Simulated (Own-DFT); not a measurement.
# Response to strain: beta-Si3N4, 112 atoms (N64Si48)

Calculated results; nothing here was measured. They come from Own-DFT, an in-house plane-wave density functional program, since retired, whose code no person has reviewed. Each row is one single-point run on a periodic cell that was not relaxed, without spin or spin-orbit coupling.

Settings of every run: PBE; PseudoDojo norm-conserving scalar-relativistic files; cutoff 42 hartree; 2 x 2 x 4 k mesh centred on Gamma; Fermi-Dirac smearing of 0.1 eV.

Known limits, some of them of some rows only: some atoms lie very close together; forces on such cells moved up to 12 meV/angstrom on a denser k mesh; stress not checked against mesh or cutoff.

Unstrained cell vectors in Å: (15.212, 0.000, 0.000); (-7.606, 13.174, 0.000); (0.000, 0.000, 5.818). The unstrained cell has measured lattice constants (interpolated for alloys), not those of this functional. That, the random moves and any unrelaxed bonds set the pressure at no strain. Each run strains this cell uniformly, with the atoms carried along. Every atom was also moved at random, by a Gaussian of width 0.05 Å on each axis. Strain is the symmetric tensor, in per cent. Stress is positive in tension, and the pressure is minus a third of its trace.

| run | e_xx (%) | e_yy (%) | e_zz (%) | e_yz (%) | e_xz (%) | e_xy (%) | s_xx (GPa) | s_yy (GPa) | s_zz (GPa) | s_yz (GPa) | s_xz (GPa) | s_xy (GPa) | P (GPa) | E (meV/atom) |
|---|---|---|---|---|---|---|---|---|---|---|---|---|---|---|
| 1 | -0.65 | 0.43 | -0.21 | 1.99 | 1.57 | 1.25 | -8.51 | -6.29 | -13.00 | 6.88 | 4.66 | 5.10 | 9.27 | 7.4 |
| 2 | -1.64 | -1.13 | -1.66 | -1.41 | 1.11 | -1.72 | -22.82 | -16.53 | -27.00 | -5.00 | 2.26 | -8.49 | 22.12 | 62.3 |
| 3 | 0.37 | -1.35 | 0.49 | 1.76 | -1.94 | 1.07 | -7.96 | -16.68 | -4.82 | 4.80 | -7.08 | 4.76 | 9.82 | 17.7 |
| 4 | -0.62 | -1.45 | -1.63 | -1.75 | 1.46 | -0.22 | -14.40 | -17.47 | -26.42 | -7.64 | 3.28 | -0.85 | 19.43 | 46.2 |
| 5 | -1.75 | 0.28 | 1.07 | -1.01 | -1.16 | -1.79 | -14.48 | -8.26 | -4.17 | -2.74 | -3.27 | -6.32 | 8.97 | 5.7 |
| 6 | 1.73 | 0.92 | -1.49 | -0.17 | 1.77 | -0.68 | 0.39 | -2.51 | -15.69 | -0.28 | 5.34 | -2.62 | 5.94 | 4.5 |
| 7 | 1.47 | 0.93 | -1.92 | -1.03 | -0.46 | 1.23 | -2.22 | -2.50 | -21.50 | -3.56 | 0.69 | 4.53 | 8.74 | 43.1 |
| 8 | 0.82 | 1.06 | -0.87 | -1.94 | -1.53 | -1.57 | -1.84 | 0.32 | -16.48 | -5.66 | -5.05 | -5.98 | 6.00 | 18.2 |
| 9 | -1.51 | -1.95 | -1.63 | 1.98 | 0.75 | 1.24 | -21.98 | -23.92 | -28.13 | 7.83 | 2.48 | 5.41 | 24.67 | 105.2 |
| 10 | 1.22 | -1.98 | -0.96 | 0.30 | 0.76 | -1.51 | -4.39 | -21.51 | -16.05 | 1.59 | 3.99 | -4.51 | 13.98 | 34.2 |
| 11 | -0.99 | 1.86 | 1.01 | -0.98 | 1.81 | -1.51 | -9.05 | 0.46 | -1.31 | -2.94 | 4.54 | -4.56 | 3.30 | 0.0 |
| 12 | 0.21 | -1.70 | -1.48 | 1.84 | 1.45 | 1.63 | -9.89 | -19.45 | -22.06 | 6.05 | 4.18 | 6.59 | 17.13 | 40.9 |
| 13 | -0.18 | -0.91 | -1.61 | 0.27 | -0.74 | -1.70 | -12.50 | -13.85 | -23.15 | 0.46 | -1.70 | -6.81 | 16.50 | 30.8 |
| 14 | -0.80 | -1.20 | 0.00 | -1.82 | -0.10 | -1.20 | -14.19 | -17.71 | -7.99 | -5.65 | 0.38 | -4.02 | 13.29 | 4.7 |
| 15 | -1.73 | -1.03 | 0.02 | -1.86 | -0.15 | -1.24 | -18.79 | -14.65 | -13.00 | -7.61 | -0.62 | -3.63 | 15.48 | 19.1 |
| 16 | 1.58 | 0.85 | 1.45 | -0.49 | 0.57 | 1.50 | 2.69 | -1.39 | 1.48 | -1.68 | 1.57 | 5.85 | -0.93 | 5.7 |
| 17 | 0.93 | -0.55 | 0.73 | -1.95 | -1.64 | -0.05 | ? | ? | ? | ? | ? | ? | ? | ? |

E is the free energy for each atom above the lowest run shown.

## Worked fit

Each stress component was fitted by least squares to a constant and the strains of the runs shown, as fractions, with shears doubled. Shear strains stay in the fit of a normal stress only where such slopes are resolved. The slopes, in GPa:

| stress | at no strain | per e_xx | per e_yy | per e_zz | scatter |
|---|---|---|---|---|---|
| s_xx | -7.8 | 539 ± 31 | 148 ± 32 | 141 ± 34 | 1.35 |
| s_yy | -8.7 | 71 ± 28 | 629 ± 30 | 6 ± 32 | 1.25 |
| s_zz | -9.8 | 171 ± 44 | 51 ± 47 | 794 ± 50 | 1.96 |

Each shear stress against twice its own strain: yz 183 ± 11, xz 145 ± 12, xy 187 ± 10 GPa. These are stiffnesses along x, y and z of the frame in which the cell vectors are given, which need not be the crystal's axes. The atoms are held to the strained lattice; where symmetry lets them move under strain, relaxing them would lower some slopes. The table should be nearly symmetric about its diagonal, and what it lacks of that shows the noise. A ninth of its sum, 283 ± 9 GPa, estimates the bulk modulus near the mean pressure of these runs, 12.1 GPa, so it lies above the value at zero pressure.

## Withheld run

Question: what normal stresses and pressure should run 17 give?

The fit gives s_xx = -2.5, s_yy = -11.5, s_zz = -2.7 and P = 5.5 GPa. The calculation gave -5.69, -8.08, -4.69 and P = 6.15 GPa.
